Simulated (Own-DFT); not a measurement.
# Computed records: GaN (wurtzite, strained, atoms displaced)

All values are calculated (Own-DFT development build). A calculation, not a measurement: plane-wave PBE density functional theory by an unreviewed code, no spin, of a simulated periodic cell, stress positive in tension, free energy of the whole cell less one offset for each atom, forces on such cells passed a denser k mesh, this cell's mesh not checked; offsets are fitted by least squares, one for each functional and potential file, so energies compare only between cells with the same atoms and settings and are not formation energies; the far tail of each file's local potential was reset to the Coulomb form; each entry is a single point on an unrelaxed cell, so the pressure reflects the starting lattice, mostly measured values (interpolated for alloys), from which strain is counted, and rises with the displacements; printed positions are rounded, which can move forces by about a meV/angstrom; the program, named Own-DFT, is a retired in-house code; no spin-orbit coupling.

## GaN (wurtzite, strained, atoms displaced)

```
cell vectors (Å)
  12.7560     0.0000     0.0000
  -4.7835     8.2853     0.0000
   0.0000     0.0000    10.6552
atoms (fractions of the cell vectors)
Ga  0.08048  0.21739  0.00049
Ga  0.17652  0.11898  0.25241
N   0.07932  0.21700  0.18203
N   0.16740  0.10818  0.44389
Ga  0.08339  0.22581  0.49949
Ga  0.16837  0.11627  0.75851
N   0.08114  0.21749  0.69175
N   0.16843  0.11421  0.93885
Ga  0.07849  0.55835  0.00185
Ga  0.16839  0.44671  0.24825
N   0.07383  0.54541  0.19736
N   0.16647  0.44499  0.44061
Ga  0.07974  0.55121  0.49413
Ga  0.16910  0.44939  0.75236
N   0.08419  0.55092  0.68870
N   0.16794  0.44929  0.93795
Ga  0.07729  0.87879  0.00226
Ga  0.16834  0.77347  0.24904
N   0.07727  0.88080  0.18976
N   0.16435  0.77172  0.42966
Ga  0.08497  0.88728  0.49853
Ga  0.15661  0.77590  0.75079
N   0.09060  0.89058  0.69361
N   0.16128  0.77862  0.93013
Ga  0.33938  0.22321  0.99552
Ga  0.41776  0.10262  0.25289
N   0.32524  0.21650  0.17569
N   0.41871  0.11635  0.43928
Ga  0.32960  0.22471  0.49596
Ga  0.41555  0.10361  0.75131
N   0.33110  0.22977  0.69284
N   0.41143  0.10952  0.93826
Ga  0.33613  0.56389  0.00181
Ga  0.40950  0.43331  0.25259
N   0.32645  0.54277  0.18997
N   0.41796  0.44523  0.44361
Ga  0.33610  0.55589  0.49980
Ga  0.41586  0.44393  0.74995
N   0.32993  0.55527  0.68550
N   0.42290  0.45243  0.93063
Ga  0.33918  0.88984  0.99616
Ga  0.40431  0.76713  0.24330
N   0.33642  0.89724  0.19339
N   0.41542  0.77640  0.43441
Ga  0.32915  0.87875  0.49809
Ga  0.41914  0.78225  0.75317
N   0.33322  0.89337  0.69019
N   0.41835  0.77636  0.93553
Ga  0.57654  0.21675  0.00150
Ga  0.66141  0.10525  0.25133
N   0.58284  0.21864  0.19528
N   0.66202  0.10427  0.45332
Ga  0.57982  0.22798  0.49821
Ga  0.66601  0.10451  0.75008
N   0.57903  0.22327  0.68626
N   0.65860  0.10654  0.93224
Ga  0.58810  0.55605  0.00222
Ga  0.66176  0.44048  0.25105
N   0.58181  0.55210  0.18945
N   0.65971  0.44178  0.44196
Ga  0.57765  0.55340  0.49376
Ga  0.66942  0.45181  0.74932
N   0.57839  0.55221  0.68090
N   0.66575  0.43826  0.94071
Ga  0.58149  0.88913  0.00443
Ga  0.67192  0.77936  0.25197
N   0.58924  0.90028  0.18266
N   0.66661  0.78908  0.43595
Ga  0.58821  0.90072  0.49982
Ga  0.66411  0.77384  0.74668
N   0.57030  0.88242  0.68162
N   0.66316  0.77712  0.94719
Ga  0.83133  0.22202  0.99498
Ga  0.91904  0.11553  0.23903
N   0.83000  0.21151  0.18973
N   0.91300  0.11261  0.44008
Ga  0.83087  0.21985  0.50679
Ga  0.91414  0.11099  0.75511
N   0.82711  0.21211  0.69267
N   0.90944  0.11755  0.94596
Ga  0.82927  0.54687  0.00231
Ga  0.91192  0.44237  0.24752
N   0.84198  0.55755  0.19495
N   0.91737  0.43914  0.44275
Ga  0.83138  0.54939  0.50813
Ga  0.92189  0.43793  0.74951
N   0.84055  0.56184  0.69033
N   0.91747  0.43768  0.94019
Ga  0.84034  0.90008  0.99396
Ga  0.91686  0.77606  0.24844
N   0.83212  0.88471  0.18313
N   0.91653  0.77844  0.43139
Ga  0.83532  0.89415  0.49715
Ga  0.91787  0.78404  0.75277
N   0.83282  0.89463  0.69031
N   0.91116  0.78033  0.94584
```

It was run with functional PBE, potential files PseudoDojo norm-conserving, scalar-relativistic, standard set with the stringent files for Ga, wave cutoff 96 hartree, occupations Gaussian, smearing width 0.01 eV and k mesh 3 x 4 x 3 centred on Gamma.

It finds free energy of cell above offsets -5.426 eV; pressure 2.06 GPa; stress xx -5.33 GPa; stress yy -5.16 GPa; stress zz 4.31 GPa; stress yz 0.25 GPa; stress xz 0.55 GPa; stress xy 0.18 GPa.

Force:
```csv
element,x (eV/Å),y (eV/Å),z (eV/Å)
Ga,0.336,1.066,-0.356
Ga,-2.297,-2.022,-0.087
N,1.241,0.848,0.904
N,-0.751,0.473,-1.313
Ga,-0.331,-0.769,0.684
Ga,0.139,-0.218,-0.79
N,-0.499,0.54,-0.182
N,-0.267,-0.75,0.516
Ga,1.306,-0.22,0.252
Ga,-1.449,-1.598,0.702
N,1.62,1.246,-1.539
N,0.616,-0.057,-0.914
Ga,0.573,0.341,0.991
Ga,0.312,-0.827,0.016
N,-0.566,0.633,-0.737
N,-0.179,-0.158,0.574
Ga,0.061,1.47,0.417
Ga,-1.369,0.145,-0.302
N,1.57,1.152,-0.377
N,0.017,0.399,1.155
Ga,-0.408,-0.498,0.38
Ga,2.766,-0.914,-0.141
N,-2.795,0.931,-1.496
N,1.043,-0.308,1.711
Ga,-2.098,1.006,-0.219
Ga,-0.922,2.113,0.812
N,2.197,0.803,1.327
N,-1.047,-1.145,-0.595
Ga,1.167,-0.421,1.937
Ga,-0.863,1.769,-0.527
N,0.877,-1.314,-0.879
N,1.439,-0.579,-0.28
Ga,0.29,-1.912,-0.542
Ga,0.929,0.551,-0.231
N,0.737,1.369,-0.862
N,-1.156,-0.642,-1.807
Ga,-0.875,0.467,0.577
Ga,-0.385,0.618,-0.242
N,0.643,0.548,0.243
N,-0.274,-0.436,1.501
Ga,-1.555,-0.307,0.287
Ga,1.99,0.93,1.29
N,-0.247,-2.383,-2.008
N,0.274,-0.066,-0.465
Ga,0.031,1.031,0.616
Ga,-1.443,-1.3,-0.749
N,-0.326,-1.653,-0.516
N,-0.478,0.593,0.609
Ga,0.747,0.122,0.027
Ga,1.104,0.806,1.149
N,-0.428,0.356,-1.147
N,-0.344,3.6,-2.37
Ga,0.789,-1.104,1.306
Ga,-1.811,0.064,-0.35
N,0.906,0.337,0.425
N,0.452,0.358,0.747
Ga,-0.727,0.125,-0.036
Ga,0.933,0.557,0.517
N,-0.538,-0.022,0.181
N,1.17,1.032,-0.933
Ga,1.103,1.621,0.946
Ga,-0.105,-1.023,-0.155
N,0.761,0.68,0.41
N,-0.169,0.265,-0.321
Ga,0.729,0.266,-0.542
Ga,-0.914,0.222,-0.477
N,-0.791,-2.563,0.848
N,0.766,-1.308,0.11
Ga,-0.941,-3.333,0.517
Ga,-0.734,0.092,0.522
N,2.469,0.816,0.596
N,0.824,0.376,-1.534
Ga,-2.071,-0.199,1.652
Ga,-0.052,-1.459,1.628
N,-1.44,1.443,-0.68
N,0.866,0.374,-0.7
Ga,0.07,-0.134,-0.407
Ga,0.665,0.303,-0.085
N,0.472,1.089,-0.256
N,2.469,-0.637,-1.719
Ga,0.302,0.696,0.335
Ga,0.74,-1.863,1.527
N,-2.661,-0.671,-1.466
N,-1.443,-0.122,-0.487
Ga,-0.119,0.745,-1.158
Ga,-1.045,0.21,0.267
N,-0.31,-0.564,0.464
N,-1.076,0.964,-0.657
Ga,-1.916,-1.219,1.493
Ga,-0.623,0.468,0.329
N,0.389,0.513,0.172
N,0.006,-0.361,1.442
Ga,0.122,-0.473,0.157
Ga,0.344,0.018,0.043
N,0.214,-0.845,-0.243
N,1.256,-1.162,-1.427
```
